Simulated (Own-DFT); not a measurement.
# One host, several defects: zincblende GaAs

Everything here is calculated. The program is Own-DFT (plane waves, in-house, since retired, never reviewed by a person); positions were held fixed, and spin and spin-orbit coupling were off.

Method: PBE; PseudoDojo norm-conserving scalar-relativistic files; cutoff 42 hartree; 3 x 3 x 3 k mesh centred on Gamma; Fermi-Dirac smearing of 0.1 eV.

Known weak points (not all hold for every row): not probed for a lower state with spin; forces not confirmed at this smearing and k mesh; stress not checked against mesh or cutoff.

All runs share one cell, with vectors in Å (10.862, 0.000, 0.000); (0.000, 10.862, 0.000); (0.000, 0.000, 11.796) and a volume of 1391.7 Å³, strained against the parent crystal. The atoms are randomly displaced, by u rms on each axis. The defect's site can differ from row to row.

```
                             cell     formula   u (Å)  P (GPa)
                        no defect    As32Ga32  0.0303     6.70
                        no defect    As32Ga32  0.0453     6.93
                        no defect    As32Ga32  0.0495     7.09
one As vacancy and one Ga vacancy    As31Ga31  0.0275     5.94
one As vacancy and one Ga vacancy    As31Ga31  0.0487     6.19
one As vacancy and one Ga vacancy    As31Ga31  0.0547     6.30
              one P on an As site   As31Ga32P  0.0289        ?
              one P on an As site   As31Ga32P  0.0304     6.34
              one P on an As site   As31Ga32P  0.0440     6.65
              one P on an As site   As31Ga32P  0.0502     6.76
              one In on a Ga site  As32Ga31In  0.0269     7.40
              one In on a Ga site  As32Ga31In  0.0286     7.41
              one In on a Ga site  As32Ga31In  0.0306     7.45
              one Al on a Ga site  AlAs32Ga31  0.0303     6.67
              one Al on a Ga site  AlAs32Ga31  0.0480     7.08
              one Al on a Ga site  AlAs32Ga31  0.0514     7.13
```

## Worked fit

P = P0 + c u² + a shift for each defect gives P0 = 6.51 GPa, c = 222 ± 19 GPa/Å² and a scatter of 0.05 GPa. The shifts, and each times the cell's volume:

- one In on a Ga site: 0.73 ± 0.04 GPa, 6.4 eV
- one Al on a Ga site: 0.02 ± 0.04 GPa, 0.2 eV (not resolved)
- one P on an As site: -0.32 ± 0.04 GPa, -2.8 eV
- one As vacancy and one Ga vacancy: -0.81 ± 0.04 GPa, -7.1 eV

Against the defect-free cell, a freed cell would be larger where the shift is positive and smaller where it is negative (160.2 GPa Å³ is 1 eV). The atoms around the defects weren't relaxed, which would change these numbers.

## The run left out

Question: what pressure belongs in the blank (one P on an As site, u = 0.0289 Å)?

Estimate: 6.37 ± 0.06 GPa. The calculation gave 6.36 GPa.
